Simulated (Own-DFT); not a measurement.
TiSi2 (C49 TiSi2 crystal, strained, atoms displaced) (calculated)

A calculation, not a measurement: plane-wave density functional theory by an unreviewed code, no spin, of a simulated periodic cell, stress positive in tension, run twice, with PBE and with PBEsol, both on files made for PBE, so the change isn't that of files made for PBEsol, forces on such cells moved up to 12 meV/angstrom on a denser k mesh; the far tail of each file's local potential was reset to the Coulomb form; each entry is a single point on an unrelaxed cell, so the pressure reflects the starting lattice, taken from the Materials Project, from which strain is counted, and rises with the displacements; printed positions are rounded, which can move forces by about a meV/angstrom; the program, named Own-DFT, is a retired in-house code; no spin-orbit coupling; stress was not checked against mesh or cutoff. Program: Own-DFT development build.

```yaml
- formula: TiSi2
  kind: "C49 TiSi2 crystal, strained, atoms displaced"
  structure:
    cell_angstrom:
      - [5.4024, -6.6649, 3.5108]
      - [6.9676, -0.1143, -6.8884]
      - [5.3163, 6.6669, 3.6423]
    atoms_fractional:
      - [Ti, 0.94607, 0.93524, 0.15375]
      - [Ti, 0.85493, 0.87641, 0.64324]
      - [Si, 0.62503, 0.92455, 0.48836]
      - [Si, 0.19256, 0.87971, 0.31333]
      - [Si, 0.89621, 0.03715, 0.40137]
      - [Si, 0.9069, 0.77922, 0.39592]
      - [Ti, 0.9435, 0.42516, 0.16037]
      - [Ti, 0.84688, 0.37304, 0.66049]
      - [Si, 0.60758, 0.42834, 0.49128]
      - [Si, 0.19703, 0.37675, 0.30298]
      - [Si, 0.90314, 0.51658, 0.40193]
      - [Si, 0.89994, 0.27424, 0.38737]
      - [Ti, 0.74182, 0.72534, 0.9548]
      - [Ti, 0.6477, 0.66562, 0.43654]
      - [Si, 0.41464, 0.72541, 0.2971]
      - [Si, 0.98894, 0.67404, 0.102]
      - [Si, 0.70353, 0.8126, 0.20739]
      - [Si, 0.70951, 0.57279, 0.19628]
      - [Ti, 0.54353, 0.02256, 0.75085]
      - [Ti, 0.45527, 0.96837, 0.25035]
      - [Si, 0.20652, 0.02356, 0.09848]
      - [Si, 0.79037, 0.97502, 0.90523]
      - [Si, 0.50863, 0.11937, 0.00103]
      - [Si, 0.50339, 0.88227, 0.99158]
      - [Ti, 0.7471, 0.22526, 0.94314]
      - [Ti, 0.64741, 0.17614, 0.44283]
      - [Si, 0.41541, 0.22917, 0.29154]
      - [Si, 0.98314, 0.16708, 0.10524]
      - [Si, 0.70074, 0.32611, 0.19189]
      - [Si, 0.69822, 0.07473, 0.1924]
      - [Ti, 0.54597, 0.52869, 0.748]
      - [Ti, 0.45198, 0.48139, 0.24715]
      - [Si, 0.20458, 0.52142, 0.08906]
      - [Si, 0.78507, 0.46456, 0.91161]
      - [Si, 0.50684, 0.62804, 0.00296]
      - [Si, 0.50312, 0.36697, 0.00067]
      - [Ti, 0.34683, 0.81873, 0.55547]
      - [Ti, 0.25825, 0.77548, 0.05131]
      - [Si, 0.01083, 0.81826, 0.89512]
      - [Si, 0.58437, 0.78135, 0.71061]
      - [Si, 0.29487, 0.92856, 0.80514]
      - [Si, 0.30246, 0.67173, 0.79602]
      - [Ti, 0.34186, 0.32607, 0.54525]
      - [Ti, 0.24661, 0.27917, 0.05106]
      - [Si, 0.01067, 0.32984, 0.89391]
      - [Si, 0.59032, 0.28197, 0.7033]
      - [Si, 0.29287, 0.42524, 0.79165]
      - [Si, 0.30241, 0.18062, 0.80597]
      - [Ti, 0.14313, 0.6181, 0.35116]
      - [Ti, 0.05166, 0.57163, 0.84909]
      - [Si, 0.81015, 0.6234, 0.68515]
      - [Si, 0.3962, 0.5734, 0.51235]
      - [Si, 0.10337, 0.7248, 0.60291]
      - [Si, 0.0933, 0.47574, 0.59199]
      - [Ti, 0.14229, 0.13574, 0.35583]
      - [Ti, 0.06424, 0.07974, 0.85587]
      - [Si, 0.81602, 0.12608, 0.69107]
      - [Si, 0.3978, 0.06488, 0.51195]
      - [Si, 0.10387, 0.22221, 0.60006]
      - [Si, 0.1107, 0.96788, 0.60132]
  settings:
    functional: "PBE, then PBEsol"
    potential_files: "PseudoDojo norm-conserving, scalar-relativistic, standard set"
    "wave_cutoff [hartree]": 42.0
    occupations: "cold (Marzari-Vanderbilt)"
    "smearing_width [eV]": 0.2
    k_mesh: "4 x 4 x 4 centred on Gamma"
  results:
    "PBE_pressure [GPa]": 8.16
    "PBE_stress_xx [GPa]": -5.75
    "PBE_stress_yy [GPa]": -7.34
    "PBE_stress_zz [GPa]": -11.39
    "PBE_stress_yz [GPa]": 2.87
    "PBE_stress_xz [GPa]": 4.98
    "PBE_stress_xy [GPa]": -1.43
    "PBEsol_pressure [GPa]": 4.71
    "PBEsol_stress_xx [GPa]": -2.22
    "PBEsol_stress_yy [GPa]": -3.66
    "PBEsol_stress_zz [GPa]": -8.26
    "PBEsol_stress_yz [GPa]": 2.88
    "PBEsol_stress_xz [GPa]": 5.01
    "PBEsol_stress_xy [GPa]": -1.42
    force_element: [Ti, Ti, Si, Si, Si, Si, Ti, Ti, Si, Si, Si, Si, Ti, Ti, Si, Si, Si, Si, Ti, Ti, Si, Si, Si, Si, Ti, Ti, Si, Si, Si, Si, Ti, Ti, Si, Si, Si, Si, Ti, Ti, Si, Si, Si, Si, Ti, Ti, Si, Si, Si, Si, Ti, Ti, Si, Si, Si, Si, Ti, Ti, Si, Si, Si, Si]
    "PBE_force_x [eV/angstrom]": [-1.681, 0.389, -0.983, -0.502, -0.739, -0.167, -0.627, -0.381, -0.649, -0.285, 0.238, 0.751, -0.092, 2.605, -0.929, 0.663, 0.483, -0.476, 1.248, 0.663, 0.596, -0.013, -0.125, -0.508, -0.186, 0.881, -0.906, 1.827, -0.034, 0.356, 0.423, -0.573, 0.955, 1.164, -0.713, 0.14, 0.575, -0.544, 0.498, -0.465, -0.034, 0.585, 0.527, -0.445, -0.375, -0.789, 0.689, -0.552, 1.263, -0.087, 0.3, -0.919, -0.628, 0.392, -0.742, -1.719, -0.409, -0.085, 0.084, 0.064]
    "PBE_force_y [eV/angstrom]": [-0.227, 0.295, 0.15, 0.406, -0.24, 0.42, -1.779, -1.706, -0.918, 0.713, 0.535, 1.283, -1.422, 0.331, 0.073, 0.985, -0.391, 0.838, -0.469, -0.118, -0.667, 0.052, 0.494, 0.877, 0.698, -0.073, 0.018, 0.052, 0.514, 0.335, 0.281, -0.428, -0.677, 0.02, 0.287, 0.228, -0.454, 0.36, -0.648, -0.544, -0.611, 0.643, 0.025, -0.992, -0.116, 0.375, -0.052, -0.273, -0.415, -0.127, 0.554, 0.668, 0.059, 0.334, -1.125, 0.442, -0.121, 0.029, 0.605, 0.617]
    "PBE_force_z [eV/angstrom]": [1.745, 0.568, 0.018, 0.398, 1.086, 0.135, 0.268, -0.491, 0.944, 0.147, -0.741, -0.04, 0.311, 0.035, -0.681, 0.218, -1.232, -0.174, -0.518, -0.886, -0.101, 0.163, -0.891, 0.907, 0.844, 0.221, 0.354, -1.292, 0.146, 0.524, 0.538, 0.448, -0.479, -1.503, -0.073, -1.191, -0.267, -0.011, -1.176, 0.94, 0.581, 0.124, 0.749, 0.996, 0.662, 0.832, 0.197, 0.181, -0.643, -0.659, -0.213, -0.898, 0.07, 0.541, 1.289, -0.395, -0.017, -1.326, -0.17, -1.111]
    "PBEsol_force_x [eV/angstrom]": [-1.666, 0.387, -0.967, -0.493, -0.748, -0.158, -0.617, -0.372, -0.641, -0.285, 0.231, 0.761, -0.088, 2.573, -0.915, 0.65, 0.472, -0.472, 1.239, 0.659, 0.587, -0.016, -0.132, -0.509, -0.182, 0.87, -0.887, 1.801, -0.025, 0.363, 0.411, -0.567, 0.944, 1.138, -0.712, 0.138, 0.568, -0.536, 0.494, -0.463, -0.029, 0.597, 0.523, -0.446, -0.366, -0.773, 0.693, -0.562, 1.245, -0.08, 0.295, -0.907, -0.634, 0.402, -0.745, -1.698, -0.397, -0.085, 0.077, 0.058]
    "PBEsol_force_y [eV/angstrom]": [-0.249, 0.309, 0.098, 0.457, -0.234, 0.407, -1.775, -1.658, -0.983, 0.778, 0.522, 1.25, -1.42, 0.349, 0.012, 1.051, -0.377, 0.826, -0.472, -0.102, -0.728, 0.112, 0.484, 0.86, 0.685, -0.058, -0.024, 0.098, 0.509, 0.329, 0.251, -0.4, -0.734, 0.06, 0.289, 0.224, -0.458, 0.379, -0.712, -0.485, -0.598, 0.625, 0.008, -0.969, -0.174, 0.424, -0.047, -0.267, -0.421, -0.109, 0.514, 0.721, 0.06, 0.321, -1.127, 0.462, -0.166, 0.077, 0.593, 0.603]
    "PBEsol_force_z [eV/angstrom]": [1.732, 0.559, 0.021, 0.402, 1.094, 0.146, 0.273, -0.492, 0.936, 0.145, -0.766, -0.042, 0.312, 0.021, -0.67, 0.225, -1.25, -0.16, -0.5, -0.878, -0.107, 0.157, -0.901, 0.923, 0.841, 0.225, 0.366, -1.293, 0.148, 0.546, 0.533, 0.454, -0.474, -1.509, -0.077, -1.204, -0.259, -0.019, -1.176, 0.931, 0.577, 0.128, 0.738, 0.978, 0.667, 0.837, 0.187, 0.195, -0.627, -0.65, -0.202, -0.905, 0.069, 0.547, 1.276, -0.392, -0.024, -1.324, -0.173, -1.114]
    "rms_change_of_force_components_from_PBE_to_PBEsol [eV/angstrom]": 0.022
```
